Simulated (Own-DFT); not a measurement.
# Which way do the neighbours of a vacancy move? 2H SiC, 71 atoms (C35Si36), with one C vacancy

These are calculations, not measurements. The program, named Own-DFT, is a retired in-house plane-wave density functional code that no person has reviewed. Each row is one single-point run on a periodic cell that was not relaxed, without spin or spin-orbit coupling.

Settings of every run: PBE; PseudoDojo norm-conserving scalar-relativistic files; cutoff 42 hartree; 4 x 4 x 3 k mesh centred on Gamma; Fermi-Dirac smearing of 0.1 eV.

Known limits: not probed for a lower state with spin; forces on such cells moved up to 12 meV/angstrom on a denser k mesh; stress not checked against mesh or cutoff.

Cell vectors in Å: (9.248, 0.000, 0.000); (-4.624, 8.009, 0.000); (0.000, 0.000, 10.068). Every atom was also moved at random, by a Gaussian of width 0.03 Å on each axis. The defect's site can differ from row to row. The empty site has 4 nearest neighbours, all Si. For each, d is its distance from the empty site and R the part of its force along the line away from it, positive outwards. The last column is the rms force component on atoms over 4.5 Å away.

```
run  d1 (Å)  d2 (Å)  d3 (Å)  d4 (Å)  R1 (eV/Å)  R2 (eV/Å)  R3 (eV/Å)  R4 (eV/Å)  far F (eV/Å)
  1   1.840   1.875   1.910   1.916      -0.01      -0.17      -0.78      -0.45          0.87
  2   1.873   1.910   1.922   1.941      -0.30      -0.94      -0.60      -1.40          0.86
  3   1.837   1.889   1.915   1.915       0.28      -0.34      -0.34      -0.66          0.91
  4   1.877   1.882   1.924   1.960      -0.17      -0.17      -0.62      -0.83          0.86
  5   1.822   1.839   1.878   1.936       0.15       0.23      -0.17      -1.02          1.00
  6   1.848   1.863   1.869   1.872       0.35      -0.12      -0.75      -0.27          0.83
  7   1.872   1.896   1.900   1.916      -0.35      -0.75      -0.61      -0.97          0.85
  8   1.855   1.867   1.883   1.884       0.06      -0.33      -0.47      -0.23          0.85
  9   1.894   1.913   1.920   1.928          ?          ?          ?          ?             ?
```

## Worked fit

A straight line through the 32 neighbours shown gives R = -0.40 - 10.6 (d - 1.887) eV/Å, with a scatter of 0.22 left by the moves of the other atoms. The slope, with an error of 1.2, is the pull back towards the neighbour's own site. The constant, -0.40 ± 0.04 eV/Å, is the force at the mean distance: with one bond gone, the neighbours are pushed inwards, towards the empty site. It shows how a relaxation would start, not where it would end, and it depends somewhat on the width of the random moves.

## Withheld run

Question: what mean R should the neighbours of run 9 feel? Their mean d is 1.914 Å.

The line gives -0.68 ± 0.13 eV/Å, by the scatter of the means of the runs shown. The calculation gave R = -0.32, -0.65, -0.78, -0.92, a mean of -0.67 eV/Å.
